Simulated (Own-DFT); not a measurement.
# From a pressure shift to a lattice shift: C11b WSi2, 30 atoms (Si20W10)

No measurement is shown. These are fixed-geometry runs of a retired plane-wave code named Own-DFT, which no person has reviewed; spin and spin-orbit coupling are neglected.

Keep in mind: forces on such cells failed a check on a denser k mesh; stress not checked against mesh or cutoff.

Each geometry was run with PBE and with PBEsol, otherwise alike: PseudoDojo norm-conserving scalar-relativistic files made for PBE; cutoff 50 hartree; 5 x 5 x 5 k mesh centred on Gamma; cold (Marzari-Vanderbilt) smearing of 0.2 eV. Unstrained cell vectors in Å: (-2.149, -5.953, 3.409); (-6.444, 2.976, 1.136); (-2.553, -2.948, -6.757). Each has a uniform strain, of which the change of volume is shown, and random moves of rms u per axis.

| run | volume change (%) | u (Å) | P with PBE (GPa) | P with PBEsol (GPa) |
|---|---|---|---|---|
| 1 | 1.89 | 0.0550 | 2.57 | -1.43 |
| 2 | -2.10 | 0.0518 | 12.62 | 8.40 |
| 3 | -2.00 | 0.0523 | 11.17 | 6.98 |
| 4 | -0.24 | 0.0497 | 6.46 | 2.34 |
| 5 | 1.99 | 0.0473 | 1.28 | -2.70 |
| 6 | -2.67 | 0.0539 | 14.59 | 10.35 |
| 7 | -2.22 | 0.0492 | 12.91 | 8.72 |
| 8 | 0.94 | 0.0525 | 4.60 | 0.56 |
| 9 | -4.33 | 0.0479 | 17.69 | 13.35 |
| 10 | -3.60 | 0.0491 | 16.61 | 12.33 |
| 11 | 1.37 | 0.0498 | 2.05 | ? |

The question: by how much does PBEsol shrink this cell, and what belongs in the blank?

## Worked answer

Write v for the change of volume as a fraction. Fitted to v and u², the PBE pressure has a slope of -265 ± 9 GPa in v, with the ions held to the strained lattice. The difference PBEsol less PBE is -4.09 + 5.4 v GPa (slope ± 0.2) and averages -4.16 GPa. Divided by the mean slope of the two, 262 GPa, that makes PBEsol's volume at a given pressure, near 8 GPa, about 1.6 % smaller, or 0.53 % in lengths. At one volume PBEsol's slope is the smaller by 5 GPa, but its pressure there is lower too. If stiffness rises by about 4 GPa for each GPa, PBEsol at equal pressure is stiffer by about 11 GPa. Files made for PBEsol would give a different shift.

For run 11 the line gives -1.97 GPa. The run itself gave -1.96 GPa.
